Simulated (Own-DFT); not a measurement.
Simulation results for Si2SnGe13 (diamond-structure random alloy, atoms displaced)

Computed with Own-DFT development build. A calculation, not a measurement: plane-wave density functional theory by an unreviewed code, no spin, of a simulated periodic cell, stress positive in tension, run twice, with PBE and with PBEsol, both on files made for PBE, so the change isn't that of files made for PBEsol, forces on such cells moved up to 12 meV/angstrom on a denser k mesh; the far tail of each file's local potential was reset to the Coulomb form; each entry is a single point on an unrelaxed cell, so the pressure reflects the starting lattice, mostly measured values (interpolated for alloys), from which strain is counted, and rises with the displacements; printed positions are rounded, which can move forces by about a meV/angstrom; the program, named Own-DFT, is a retired in-house code; no spin-orbit coupling; stress was not checked against mesh or cutoff.

## Si2SnGe13 (diamond-structure random alloy, atoms displaced)

```xyz
64
Lattice="11.3631 0.0000 0.0000 0.0000 11.3631 0.0000 0.0000 0.0000 11.3631" Properties=species:S:1:pos:R:3 Si2SnGe13
Ge    11.3583    11.3495    11.3589
Ge     0.0157     2.8363     2.8741
Ge     2.8684    11.3611     2.8895
Sn     2.8749     2.8188     0.0443
Ge     1.3937     1.3963     1.4248
Si     1.3608     4.2633     4.2388
Si     4.2740     1.3923     4.2397
Ge     4.2611     4.2418     1.4284
Ge     0.0245    11.3215     5.7072
Ge    11.3158     2.8342     8.4795
Si     2.8114    11.3318     8.5525
Ge     2.8830     2.8568     5.6839
Si     1.4312     1.4419     7.1497
Ge     1.4089     4.3123     9.8692
Sn     4.2340     1.4397     9.9255
Ge     4.2713     4.3231     7.1049
Ge    11.3061     5.6313    11.3171
Si     0.0196     8.4991     2.8433
Ge     2.8156     5.7045     2.8865
Ge     2.7956     8.5627    11.3029
Si     1.4176     7.1139     1.3730
Sn     1.4132     9.9731     4.2699
Ge     4.2656     7.1102     4.2335
Ge     4.3103     9.9665     1.4422
Ge     0.0529     5.6908     5.7613
Ge     0.0361     8.5145     8.5271
Ge     2.8207     5.6790     8.4778
Ge     2.8051     8.5223     5.6500
Ge     1.4346     7.0800     7.1336
Ge     1.4392     9.9426     9.9418
Ge     4.2266     7.1037     9.9043
Ge     4.2467     9.9007     7.0511
Sn     5.6483    11.3325    11.3519
Ge     5.7104     2.8561     2.8917
Ge     8.5541     0.0077     2.8661
Ge     8.4989     2.8646     0.0230
Ge     7.0758     1.3875     1.4219
Ge     7.1219     4.2165     4.2935
Ge     9.8996     1.4523     4.2339
Ge     9.9266     4.2866     1.4822
Si     5.6706     0.0144     5.6826
Ge     5.6638     2.8425     8.5368
Ge     8.5052     0.0076     8.5598
Ge     8.5545     2.8427     5.6590
Ge     7.1341     1.4456     7.1415
Ge     7.1059     4.3470     9.9594
Ge     9.9271     1.4082     9.9350
Ge     9.9190     4.2226     7.0479
Ge     5.6650     5.6697    11.3213
Ge     5.6580     8.5311     2.8394
Ge     8.4904     5.6859     2.8471
Ge     8.5372     8.5100    11.3583
Ge     7.0959     7.1349     1.4369
Ge     7.0559     9.9469     4.2098
Ge     9.9228     7.1568     4.2606
Si     9.9450     9.9337     1.4235
Ge     5.6497     5.6812     5.6740
Ge     5.7451     8.4977     8.5217
Ge     8.5884     5.6948     8.5073
Ge     8.5261     8.5361     5.6924
Ge     7.0549     7.1228     7.1356
Ge     7.0687     9.9457     9.9527
Ge     9.9341     7.1658     9.9501
Ge     9.9632     9.9428     7.0894
```

It was run with functional PBE, then PBEsol, potential files PseudoDojo norm-conserving, scalar-relativistic, standard set, wave cutoff 49 hartree, occupations Fermi-Dirac, smearing width 0.1 eV and k mesh 3 x 3 x 3 centred on Gamma.

The calculation gives: PBE pressure 4.36 GPa; PBE stress xx -4.34 GPa; PBE stress yy -4.36 GPa; PBE stress zz -4.37 GPa; PBE stress yz -0.37 GPa; PBE stress xz 0.52 GPa; PBE stress xy -0.09 GPa; PBEsol pressure 1.52 GPa; PBEsol stress xx -1.5 GPa; PBEsol stress yy -1.53 GPa; PBEsol stress zz -1.53 GPa; PBEsol stress yz -0.35 GPa; PBEsol stress xz 0.49 GPa; PBEsol stress xy -0.08 GPa; rms change of force components from PBE to PBEsol 0.037 eV/Å.

Force:
```
force element  PBE force x (eV/Å)  PBE force y (eV/Å)  PBE force z (eV/Å)  PBEsol force x (eV/Å)  PBEsol force y (eV/Å)  PBEsol force z (eV/Å)
           Ge              -0.384              -0.295               0.231                 -0.337                 -0.253                  0.193
           Ge               -0.13               0.157              -0.208                 -0.169                  0.114                 -0.236
           Ge                0.99               1.161              -1.274                  0.928                  1.091                 -1.271
           Sn              -2.636                 1.9               0.731                 -2.557                  1.848                  0.719
           Ge              -0.581              -0.778               1.026                 -0.562                 -0.755                  0.991
           Si               0.677               0.104               0.698                  0.665                  0.105                  0.687
           Si               0.336               0.299               0.661                  0.292                  0.332                  0.604
           Ge               1.139               1.511               1.469                   1.11                  1.462                   1.42
           Ge              -1.132                2.32               1.216                 -1.126                  2.212                  1.156
           Ge               0.494              -0.177               0.128                  0.444                 -0.139                  0.151
           Si              -0.661              -0.439              -1.626                  -0.62                 -0.477                 -1.557
           Ge              -0.585              -0.304              -0.368                  -0.54                 -0.259                 -0.325
           Si               0.205               -0.52              -0.259                  0.162                 -0.468                 -0.288
           Ge               -0.65               -0.27               0.007                  -0.64                 -0.253                  0.003
           Sn              -0.038              -0.975              -2.852                  0.012                 -0.906                  -2.73
           Ge               0.001              -0.681              -0.024                 -0.004                 -0.658                 -0.026
           Ge               0.483               0.807               0.495                  0.446                  0.761                   0.45
           Si              -0.855              -0.561              -1.513                 -0.841                 -0.554                 -1.408
           Ge              -0.435              -0.217              -0.724                 -0.353                 -0.205                 -0.703
           Ge               0.598              -0.599               1.126                    0.6                  -0.55                  1.048
           Si              -0.412              -0.132               0.233                 -0.364                 -0.164                  0.188
           Sn              -0.374              -0.736              -0.797                  -0.32                 -0.675                 -0.726
           Ge              -0.175              -0.003                0.41                 -0.176                 -0.005                  0.396
           Ge              -1.987              -1.446               0.921                 -1.924                 -1.398                  0.897
           Ge              -0.598              -0.275              -1.171                 -0.607                 -0.241                 -1.095
           Ge              -0.255               0.213              -0.047                 -0.246                  0.204                  -0.04
           Ge               0.338               0.165               0.324                  0.325                  0.163                  0.313
           Ge               1.125              -1.354               1.076                  1.103                 -1.309                  1.051
           Ge                0.18               0.573              -0.253                  0.169                  0.546                 -0.246
           Ge              -0.394               0.524              -0.433                 -0.406                  0.469                  -0.38
           Ge               0.154               0.082               0.119                  0.154                  0.079                  0.111
           Ge               0.172               0.636               0.566                  0.159                  0.554                  0.547
           Sn               1.339              -0.391               0.864                   1.31                 -0.384                  0.853
           Ge              -0.466              -0.582              -0.255                 -0.419                 -0.536                 -0.281
           Ge              -0.244              -0.428              -0.755                 -0.274                 -0.378                 -0.702
           Ge               0.073              -0.081                0.04                  0.067                 -0.081                  0.042
           Ge               1.136               1.074               0.983                  1.105                   1.05                  0.957
           Ge              -0.161               0.672               0.024                 -0.156                  0.646                  0.015
           Ge               0.868              -0.495               0.568                  0.831                 -0.475                  0.545
           Ge               0.112              -0.413              -0.386                  0.101                 -0.402                 -0.384
           Si              -0.026               0.174              -0.187                  0.012                  0.126                 -0.148
           Ge               1.335               1.512              -1.069                  1.299                  1.471                 -1.035
           Ge               0.207              -0.445              -0.334                  0.202                 -0.421                 -0.318
           Ge              -0.523              -0.355               0.231                 -0.501                 -0.337                  0.223
           Ge              -0.497              -0.242              -0.653                 -0.452                 -0.206                 -0.599
           Ge               0.319              -0.753              -0.513                  0.301                 -0.728                  -0.49
           Ge                0.05               0.384               0.365                  0.047                  0.372                  0.348
           Ge               0.364               0.515               0.342                  0.359                  0.501                  0.339
           Ge              -0.272               0.614                0.72                 -0.258                  0.587                  0.692
           Ge               0.108              -0.198               -0.12                   0.11                 -0.184                 -0.118
           Ge               0.049               0.234               0.366                  0.054                  0.223                  0.354
           Ge              -0.173               0.718               0.428                   -0.2                  0.662                  0.378
           Ge              -0.216              -0.389              -0.391                 -0.209                 -0.377                 -0.381
           Ge               0.253               0.377               0.928                  0.274                  0.337                  0.866
           Ge               0.557              -0.524               0.003                  0.498                  -0.53                  0.041
           Si               0.338              -0.288               0.294                  0.295                 -0.243                  0.252
           Ge               0.513               0.254              -0.133                  0.491                  0.247                 -0.118
           Ge              -1.056               0.527               0.177                  -1.02                    0.5                  0.167
           Ge              -0.494                0.14              -0.081                 -0.489                  0.137                 -0.073
           Ge              -0.562               0.146              -0.057                 -0.537                  0.135                 -0.059
           Ge               0.899               -0.69              -0.714                  0.869                 -0.659                 -0.685
           Ge               1.493              -1.205              -0.885                  1.447                 -1.173                 -0.864
           Ge               0.355              -0.577              -0.172                  0.341                 -0.567                 -0.169
           Ge              -0.285               0.022               0.482                 -0.272                   0.02                  0.457
```
